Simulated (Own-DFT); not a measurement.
# Strain and stress in zincblende GaP, 64 atoms (Ga32P32)

All numbers below are calculated, not measured. The program, named Own-DFT, is a retired in-house plane-wave density functional code that no person has reviewed. Each row is one single-point run on a periodic cell that was not relaxed, without spin or spin-orbit coupling.

Settings of every run: PBE; PseudoDojo norm-conserving scalar-relativistic files; cutoff 42 hartree; 3 x 3 x 3 k mesh centred on Gamma; Fermi-Dirac smearing of 0.1 eV.

Known limits: forces on such cells passed a denser k mesh, each cell not checked; stress not checked against mesh or cutoff.

Unstrained cell vectors in Å: (10.901, 0.000, 0.000); (0.000, 10.901, 0.000); (0.000, 0.000, 10.901). The unstrained cell has measured lattice constants (interpolated for alloys), not those of this functional. That, the random moves and any unrelaxed bonds set the pressure at no strain. Each run strains this cell uniformly, with the atoms carried along. Every atom was also moved at random, by a Gaussian of width 0.05 Å on each axis. Strain is the symmetric tensor, in per cent. Stress is positive in tension, and the pressure is minus a third of its trace.

```
run,e_xx (%),e_yy (%),e_zz (%),e_yz (%),e_xz (%),e_xy (%),s_xx (GPa),s_yy (GPa),s_zz (GPa),s_yz (GPa),s_xz (GPa),s_xy (GPa),P (GPa),E (meV/atom)
1,0.30,-1.21,1.01,-1.36,-1.25,-0.29,-3.10,-4.14,-2.69,-2.83,-2.14,-1.47,3.31,16.0
2,1.70,1.64,0.56,1.22,0.09,1.61,0.17,0.08,-0.69,1.91,0.34,1.89,0.14,7.7
3,0.65,-0.65,-1.50,-1.52,1.75,1.45,-4.18,-5.16,-5.82,-2.30,2.78,3.22,5.05,41.2
4,-0.38,-1.31,-0.39,1.01,0.79,-0.70,-5.24,-5.83,-5.22,1.51,2.48,-1.03,5.43,31.1
5,0.16,-1.77,1.28,-1.55,1.45,-2.00,-3.82,-4.97,-2.98,-3.03,2.31,-3.28,3.93,32.5
6,-1.61,-0.54,1.74,-0.01,0.21,-1.47,-4.76,-4.19,-2.28,0.22,0.44,-2.92,3.75,16.3
7,-0.62,-0.07,-1.47,-1.34,1.42,0.97,-5.59,-5.30,-6.12,-3.27,2.44,1.23,5.67,40.9
8,-0.54,-1.54,-1.69,0.56,-0.61,1.78,-6.55,-7.19,-7.18,1.30,-0.82,3.31,6.98,33.9
9,-0.84,1.31,-1.50,0.95,1.58,0.28,-4.74,-3.28,-5.32,2.19,3.49,0.78,4.45,20.5
10,0.98,-1.89,-1.46,0.19,-1.40,-1.26,-4.19,-6.41,-5.94,0.68,-2.17,-1.82,5.52,25.8
11,-0.04,-0.34,-1.57,1.90,-0.83,1.34,-4.58,-4.89,-5.82,2.43,-1.74,2.70,5.10,24.5
12,-1.84,0.60,-0.33,1.81,-1.34,0.33,-5.89,-4.27,-5.04,4.35,-3.03,1.06,5.07,31.8
13,-0.24,-0.31,0.14,-0.88,-0.98,-0.29,-3.49,-3.55,-3.41,-1.04,-0.95,-0.74,3.48,6.7
14,-1.38,-1.88,1.76,1.02,0.92,0.01,-5.42,-5.82,-3.15,2.82,0.99,0.39,4.80,26.0
15,1.71,1.10,1.69,-0.75,-0.05,-1.66,0.52,0.08,0.58,-1.39,-0.15,-2.26,-0.40,0.0
16,-1.17,-0.20,0.96,-0.39,-1.16,-1.19,?,?,?,?,?,?,?,?
```

E is the free energy for each atom above the lowest run shown.

## Worked fit

Each stress component was fitted by least squares to a constant and the strains of the runs shown, as fractions, with shears doubled. Shear strains stay in the fit of a normal stress only where such slopes are resolved. The slopes, in GPa:

```
stress  at no strain  per e_xx  per e_yy  per e_zz  scatter
  s_xx          -3.5   134 ± 5    65 ± 5    67 ± 4     0.22
  s_yy          -3.5    66 ± 5   133 ± 4    68 ± 4     0.19
  s_zz          -3.5    64 ± 4    62 ± 4   139 ± 3     0.17
```

Each shear stress against twice its own strain: yz 92 ± 10, xz 89 ± 8, xy 77 ± 8 GPa. These are stiffnesses along x, y and z of the frame in which the cell vectors are given, which need not be the crystal's axes. The atoms are held to the strained lattice; where symmetry lets them move under strain, relaxing them would lower some slopes. The table should be nearly symmetric about its diagonal, and what it lacks of that shows the noise. A ninth of its sum, 89 ± 2 GPa, estimates the bulk modulus near the mean pressure of these runs, 4.2 GPa, so it lies above the value at zero pressure.

## Withheld run

Question: what normal stresses and pressure should run 16 give?

The fit gives s_xx = -4.6, s_yy = -3.9, s_zz = -3.1 and P = 3.9 GPa. The calculation gave -4.63, -3.86, -3.04 and P = 3.84 GPa.
